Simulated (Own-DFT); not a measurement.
# How strain changes the stress of 4H SiC, 32 atoms (C16Si16)

These are calculations, not measurements. The program, named Own-DFT, is a retired in-house plane-wave density functional code that no person has reviewed. Each row is one single-point run on a periodic cell that was not relaxed, without spin or spin-orbit coupling.

Settings of every run: PBE; PseudoDojo norm-conserving scalar-relativistic files; cutoff 42 hartree; 5 x 5 x 3 k mesh centred on Gamma; Fermi-Dirac smearing of 0.1 eV.

Known limits: forces on such cells passed a denser k mesh, each cell not checked; stress not checked against mesh or cutoff.

Unstrained cell vectors in Å: (6.165, 0.000, 0.000); (-3.083, 5.339, 0.000); (0.000, 0.000, 10.068). The unstrained cell has measured lattice constants (interpolated for alloys), not those of this functional. That, the random moves and any unrelaxed bonds set the pressure at no strain. Each run strains this cell uniformly, with the atoms carried along. Every atom was also moved at random, by a Gaussian of width 0.05 Å on each axis. Strain is the symmetric tensor, in per cent. Stress is positive in tension, and the pressure is minus a third of its trace.

| run | e_xx (%) | e_yy (%) | e_zz (%) | e_yz (%) | e_xz (%) | e_xy (%) | s_xx (GPa) | s_yy (GPa) | s_zz (GPa) | s_yz (GPa) | s_xz (GPa) | s_xy (GPa) | P (GPa) | E (meV/atom) |
|---|---|---|---|---|---|---|---|---|---|---|---|---|---|---|
| 1 | -1.80 | -0.57 | -1.66 | -1.13 | 0.87 | 1.28 | -19.01 | -12.34 | -15.69 | -4.97 | 0.62 | 7.97 | 15.68 | 55.1 |
| 2 | 1.77 | -1.96 | 0.19 | 0.63 | 0.46 | 1.00 | 2.70 | -13.04 | -4.86 | 1.28 | 2.55 | 5.99 | 5.07 | 10.3 |
| 3 | 1.47 | -0.87 | -1.25 | 0.61 | -0.76 | -0.95 | 2.09 | -10.45 | -11.49 | 1.78 | -3.08 | -2.35 | 6.62 | 24.0 |
| 4 | 1.43 | -1.43 | 0.71 | -1.09 | 0.35 | 1.35 | 3.05 | -14.38 | -0.29 | -3.32 | 1.25 | 4.80 | 3.87 | 11.1 |
| 5 | -1.56 | -0.95 | -1.36 | 0.95 | -1.67 | 1.55 | -17.47 | -10.91 | -16.18 | 4.14 | -5.57 | 8.16 | 14.86 | 39.6 |
| 6 | 1.83 | 1.99 | -0.93 | -0.08 | -0.31 | -0.85 | 5.78 | 6.91 | -11.36 | -0.58 | -1.03 | -4.17 | -0.44 | 12.4 |
| 7 | -1.83 | 0.50 | -1.22 | 0.12 | -1.52 | -1.67 | -12.77 | -6.07 | -18.35 | 0.36 | -4.30 | -9.08 | 12.39 | 56.9 |
| 8 | 1.13 | 1.38 | 0.76 | -0.44 | -0.29 | -0.85 | 4.18 | 2.58 | -0.50 | -1.64 | 0.34 | -2.23 | -2.09 | 5.1 |
| 9 | 0.53 | -0.26 | -0.28 | -0.78 | 1.14 | -1.84 | -3.79 | -2.99 | -11.31 | -2.47 | 5.08 | -9.18 | 6.03 | 37.7 |
| 10 | 1.40 | -0.48 | 1.25 | 0.14 | 0.45 | -0.83 | 3.21 | -4.89 | 0.36 | -0.14 | 1.69 | -4.16 | 0.44 | 9.5 |
| 11 | 0.62 | 1.42 | 0.26 | -0.89 | -0.77 | 1.96 | 2.04 | 2.12 | -3.57 | -2.66 | -1.77 | 7.73 | -0.20 | 0.0 |
| 12 | -1.18 | 1.23 | 1.20 | 1.73 | 1.84 | -1.63 | -11.09 | -0.27 | 2.00 | 6.53 | 5.11 | -5.95 | 3.12 | 34.8 |
| 13 | -1.99 | 1.85 | 0.67 | 0.59 | -0.96 | -0.41 | -14.96 | 4.36 | -3.07 | 1.02 | -2.83 | -3.50 | 4.56 | 26.7 |
| 14 | -0.69 | -0.77 | -1.69 | -0.66 | 1.82 | 1.78 | -13.31 | -10.87 | -17.45 | -4.51 | 8.56 | 10.38 | 13.87 | 51.4 |
| 15 | 1.70 | 1.15 | -1.08 | 0.44 | -1.83 | -0.92 | 4.78 | 3.46 | -13.65 | 0.83 | -6.42 | -4.86 | 1.80 | 20.6 |
| 16 | -0.31 | 1.01 | -1.00 | -0.55 | -1.24 | -0.30 | ? | ? | ? | ? | ? | ? | ? | ? |

E is the free energy for each atom above the lowest run shown.

## Worked fit

Each stress component was fitted by least squares to a constant and the strains of the runs shown, as fractions, with shears doubled. Shear strains stay in the fit of a normal stress only where such slopes are resolved. The slopes, in GPa:

| stress | at no strain | per e_xx | per e_yy | per e_zz | scatter |
|---|---|---|---|---|---|
| s_xx | -5.3 | 589 ± 30 | 121 ± 35 | 89 ± 43 | 1.61 |
| s_yy | -5.4 | 101 ± 34 | 547 ± 40 | 34 ± 49 | 1.84 |
| s_zz | -6.6 | 47 ± 35 | 0 ± 41 | 637 ± 50 | 1.90 |

Each shear stress against twice its own strain: yz 172 ± 17, xz 168 ± 18, xy 242 ± 15 GPa. These are stiffnesses along x, y and z of the frame in which the cell vectors are given, which need not be the crystal's axes. The atoms are held to the strained lattice; where symmetry lets them move under strain, relaxing them would lower some slopes. The table should be nearly symmetric about its diagonal, and what it lacks of that shows the noise. A ninth of its sum, 241 ± 5 GPa, estimates the bulk modulus near the mean pressure of these runs, 5.7 GPa, so it lies above the value at zero pressure.

## Withheld run

Question: what normal stresses and pressure should run 16 give?

The fit gives s_xx = -6.8, s_yy = -0.5, s_zz = -13.1 and P = 6.8 GPa. The calculation gave -7.96, 0.64, -10.52 and P = 5.95 GPa.
